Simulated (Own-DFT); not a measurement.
# Which defects push the lattice out? zincblende GaAs

The numbers are computed, not measured, by runs of the plane-wave DFT program Own-DFT (in-house, retired, unreviewed) at fixed positions, with no spin and no spin-orbit coupling.

Method: PBE; PseudoDojo norm-conserving scalar-relativistic files; cutoff 42 hartree; 3 x 3 x 3 k mesh centred on Gamma; Fermi-Dirac smearing of 0.1 eV.

Known weak points (not all hold for every row): not probed for a lower state with spin; forces on such cells failed a check on a denser k mesh; forces not confirmed at this smearing and k mesh; stress not checked against mesh or cutoff.

All runs share one cell, with vectors in Å (11.307, 0.000, 0.000); (0.000, 11.307, 0.000); (0.000, 0.000, 11.307) and a volume of 1445.4 Å³. The atoms are randomly displaced, by u rms on each axis. The defect's site can differ from row to row.

```
cell,formula,u (Å),P (GPa)
no defect,As32Ga32,0.0202,3.51
no defect,As32Ga32,0.0216,3.53
no defect,As32Ga32,0.0545,3.97
two Ga vacancies,As32Ga30,0.0290,2.99
two Ga vacancies,As32Ga30,0.0295,3.01
two Ga vacancies,As32Ga30,0.0305,3.03
one As on a Ga site and one Ga on an As site,As32Ga32,0.0291,3.92
one As on a Ga site and one Ga on an As site,As32Ga32,0.0480,4.29
one As on a Ga site and one Ga on an As site,As32Ga32,0.0510,4.31
two As on a Ga site each,As34Ga30,0.0288,4.79
two As on a Ga site each,As34Ga30,0.0297,4.79
two As on a Ga site each,As34Ga30,0.0300,?
two As on a Ga site each,As34Ga30,0.0309,4.82
one As on a Ga site,As33Ga31,0.0311,4.26
one As on a Ga site,As33Ga31,0.0313,4.28
one As on a Ga site,As33Ga31,0.0461,4.50
```

## Analysis

P = P0 + c u² + a shift for each defect gives P0 = 3.42 GPa, c = 196 ± 9 GPa/Å² and a scatter of 0.02 GPa. The shifts, and each times the cell's volume:

- two As on a Ga site each: 1.21 ± 0.02 GPa, 10.9 eV (5.5 eV for each of its 2 sites)
- one As on a Ga site: 0.66 ± 0.02 GPa, 6.0 eV
- one As on a Ga site and one Ga on an As site: 0.38 ± 0.02 GPa, 3.4 eV
- two Ga vacancies: -0.59 ± 0.02 GPa, -5.3 eV (-2.6 eV for each of its 2 sites)

Against the defect-free cell, a freed cell would be larger where the shift is positive and smaller where it is negative (160.2 GPa Å³ is 1 eV). The atoms around the defects weren't relaxed, which would change these numbers.

## Test on the hidden row

Question: what pressure belongs in the blank (two As on a Ga site each, u = 0.0300 Å)?

From the fit: 4.81 ± 0.03 GPa. The calculation gave 4.80 GPa.
